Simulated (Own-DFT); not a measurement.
# What random displacements cost in grey tin, 64 atoms (Sn64)

Calculated results; nothing here was measured. They come from Own-DFT, an in-house plane-wave density functional program, since retired, whose code no person has reviewed. Each row is one single-point run on a periodic cell that was not relaxed, without spin or spin-orbit coupling.

Settings of every run: PBE; PseudoDojo norm-conserving scalar-relativistic files; cutoff 42 hartree; 3 x 3 x 3 k mesh centred on Gamma; cold (Marzari-Vanderbilt) smearing of 0.2 eV.

Known limits: forces on such cells moved up to 12 meV/angstrom on a denser k mesh; stress not checked against mesh or cutoff.

Cell vectors in Å: (12.978, 0.000, 0.000); (0.000, 12.978, 0.000); (0.000, 0.000, 12.978). In each run every atom was moved at random and independently from its ideal site; u is the rms move along one axis. E is the free energy for each atom above the fitted value at u = 0, and F the rms of the force components.

```
run,u (Å),E (meV/atom),F (eV/Å),largest force (eV/Å),P (GPa)
1,0.0185,3.8,0.190,0.52,3.37
2,0.0200,5.5,0.229,0.67,3.39
3,0.0494,31.6,0.561,1.78,3.63
4,0.0501,33.0,0.545,1.95,3.65
5,0.0982,112.0,1.068,5.34,4.33
6,0.1035,?,?,?,?
7,0.1044,141.1,1.149,5.59,4.66
8,0.1472,246.9,1.564,6.34,5.67
```

## Worked fit

For small independent moves the energy grows as E = (3/2) K u², with K the mean stiffness felt by one atom. The runs with u up to 0.11 Å give K = 8.4 ± 0.3 eV/Å², with residuals divided by u² + 0.0006 Å², since the noise grows with the moves. The scatter is 2.1 meV/atom at u = 0.05 Å. The forces follow F = G u with G = 11.0 eV/Å²; no force at u = 0 is resolved. G exceeds K because the moves of its neighbours add to the force on an atom, and stiffness differs between atoms. At u = 0.147 Å the parabola gives 273 meV/atom and the run 247. The pressure follows P = 3.34 + 113 u² GPa: at fixed volume, shortened bonds push harder than stretched ones pull.

## Withheld run

Question: what energy and rms force should run 6 give?

The fit gives 135 ± 9 meV/atom and about 1.14 eV/Å. The calculation gave 120.3 meV/atom and 1.099 eV/Å.
